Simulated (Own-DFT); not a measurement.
# Response to strain: 4H SiC, 72 atoms (C36Si36)

Calculated results; nothing here was measured. They come from Own-DFT, an in-house plane-wave density functional program, since retired, whose code no person has reviewed. Each row is one single-point run on a periodic cell that was not relaxed, without spin or spin-orbit coupling.

Settings of every run: PBE; PseudoDojo norm-conserving scalar-relativistic files; cutoff 42 hartree; 4 x 4 x 3 k mesh centred on Gamma; Fermi-Dirac smearing of 0.1 eV.

Known limits: forces on such cells passed a denser k mesh, each cell not checked; stress not checked against mesh or cutoff.

Unstrained cell vectors in Å: (9.248, 0.000, 0.000); (-4.624, 8.009, 0.000); (0.000, 0.000, 10.068). The unstrained cell has measured lattice constants (interpolated for alloys), not those of this functional. That, the random moves and any unrelaxed bonds set the pressure at no strain. Each run strains this cell uniformly, with the atoms carried along. Every atom was also moved at random, by a Gaussian of width 0.05 Å on each axis. Strain is the symmetric tensor, in per cent. Stress is positive in tension, and the pressure is minus a third of its trace.

| run | e_xx (%) | e_yy (%) | e_zz (%) | e_yz (%) | e_xz (%) | e_xy (%) | s_xx (GPa) | s_yy (GPa) | s_zz (GPa) | s_yz (GPa) | s_xz (GPa) | s_xy (GPa) | P (GPa) | E (meV/atom) |
|---|---|---|---|---|---|---|---|---|---|---|---|---|---|---|
| 1 | 1.03 | -0.57 | 0.09 | 0.55 | -1.86 | -1.40 | -0.67 | -5.11 | -5.84 | 1.37 | -5.28 | -5.65 | 3.87 | 22.0 |
| 2 | 0.22 | -1.49 | -0.69 | 0.68 | -1.65 | 0.94 | -4.40 | -13.49 | -11.57 | 2.58 | -4.90 | 4.40 | 9.82 | 27.2 |
| 3 | -0.60 | 0.18 | -1.33 | 1.05 | 1.99 | 1.74 | -8.26 | -4.96 | -15.34 | 3.90 | 7.00 | 7.70 | 9.52 | 27.1 |
| 4 | -1.33 | -1.09 | 0.65 | -0.52 | -1.14 | -1.21 | -13.42 | -9.99 | -5.55 | -0.83 | -3.47 | -3.55 | 9.65 | 41.1 |
| 5 | -0.18 | -1.89 | 1.89 | 0.82 | 1.00 | -1.21 | -7.58 | -13.90 | 2.82 | 2.43 | 3.55 | -6.24 | 6.22 | 36.7 |
| 6 | 1.56 | -0.59 | -1.83 | 0.05 | -0.89 | 1.49 | 1.77 | -6.49 | -18.85 | 0.89 | -3.03 | 7.58 | 7.86 | 41.0 |
| 7 | -0.81 | 1.63 | -0.02 | -0.70 | 1.05 | 1.45 | -7.48 | 3.57 | -5.98 | -2.17 | 2.93 | 5.87 | 3.30 | 4.4 |
| 8 | -1.07 | -0.19 | -1.75 | 1.87 | 1.48 | 1.01 | -11.38 | -7.19 | -20.49 | 6.96 | 5.15 | 3.67 | 13.02 | 45.4 |
| 9 | 1.52 | 1.39 | 0.53 | -1.62 | 1.80 | 1.97 | 5.17 | 3.67 | -3.74 | -5.02 | 5.22 | 7.59 | -1.70 | 32.7 |
| 10 | -1.11 | 1.77 | 1.68 | 1.18 | -1.73 | 1.34 | -9.91 | 4.51 | 1.75 | 3.99 | -6.36 | 6.41 | 1.22 | 44.7 |
| 11 | 0.22 | -0.08 | -0.25 | -1.70 | -1.69 | 0.56 | -4.97 | -5.52 | -6.27 | -5.29 | -5.76 | 2.16 | 5.58 | 20.4 |
| 12 | 0.25 | 1.38 | 2.00 | -1.10 | -1.60 | 0.90 | -0.20 | 2.24 | 5.02 | -2.38 | -4.78 | 3.48 | -2.35 | 18.9 |
| 13 | 1.18 | 1.98 | 0.15 | 0.05 | -0.52 | 0.27 | 2.91 | 6.81 | -3.68 | 0.80 | -1.69 | 0.99 | -2.01 | 0.0 |
| 14 | -1.07 | -0.04 | -0.37 | 0.70 | -1.32 | 1.67 | -8.63 | -6.91 | -10.42 | 1.91 | -4.01 | 6.42 | 8.65 | 25.6 |
| 15 | 1.85 | 0.08 | -0.56 | -1.93 | 1.42 | 0.03 | 4.28 | -3.06 | -9.53 | -6.44 | 4.23 | -0.33 | 2.77 | 34.3 |
| 16 | -1.05 | 1.99 | -1.58 | -1.45 | -0.34 | -1.16 | -8.63 | 4.01 | -17.72 | -5.80 | -0.39 | -3.77 | 7.45 | 41.9 |
| 17 | -0.30 | -1.53 | 0.46 | 1.81 | -0.01 | 0.01 | ? | ? | ? | ? | ? | ? | ? | ? |

E is the free energy for each atom above the lowest run shown.

## Worked fit

Each stress component was fitted by least squares to a constant and the strains of the runs shown, as fractions, with shears doubled. Shear strains stay in the fit of a normal stress only where such slopes are resolved. The slopes, in GPa:

```
stress,at no strain,per e_xx,per e_yy,per e_zz,scatter
s_xx,-4.9,519 ± 24,102 ± 21,25 ± 21,1.01
s_yy,-4.7,86 ± 20,511 ± 17,36 ± 18,0.85
s_zz,-7.5,82 ± 29,43 ± 25,610 ± 26,1.23
```

Each shear stress against twice its own strain: yz 165 ± 9, xz 160 ± 4, xy 205 ± 10 GPa. These are stiffnesses along x, y and z of the frame in which the cell vectors are given, which need not be the crystal's axes. The atoms are held to the strained lattice; where symmetry lets them move under strain, relaxing them would lower some slopes. The table should be nearly symmetric about its diagonal, and what it lacks of that shows the noise. A ninth of its sum, 224 ± 5 GPa, estimates the bulk modulus near the mean pressure of these runs, 5.2 GPa, so it lies above the value at zero pressure.

## Withheld run

Question: what normal stresses and pressure should run 17 give?

The fit gives s_xx = -7.9, s_yy = -12.6, s_zz = -5.5 and P = 8.7 GPa. The calculation gave -5.57, -12.58, -6.21 and P = 8.12 GPa.
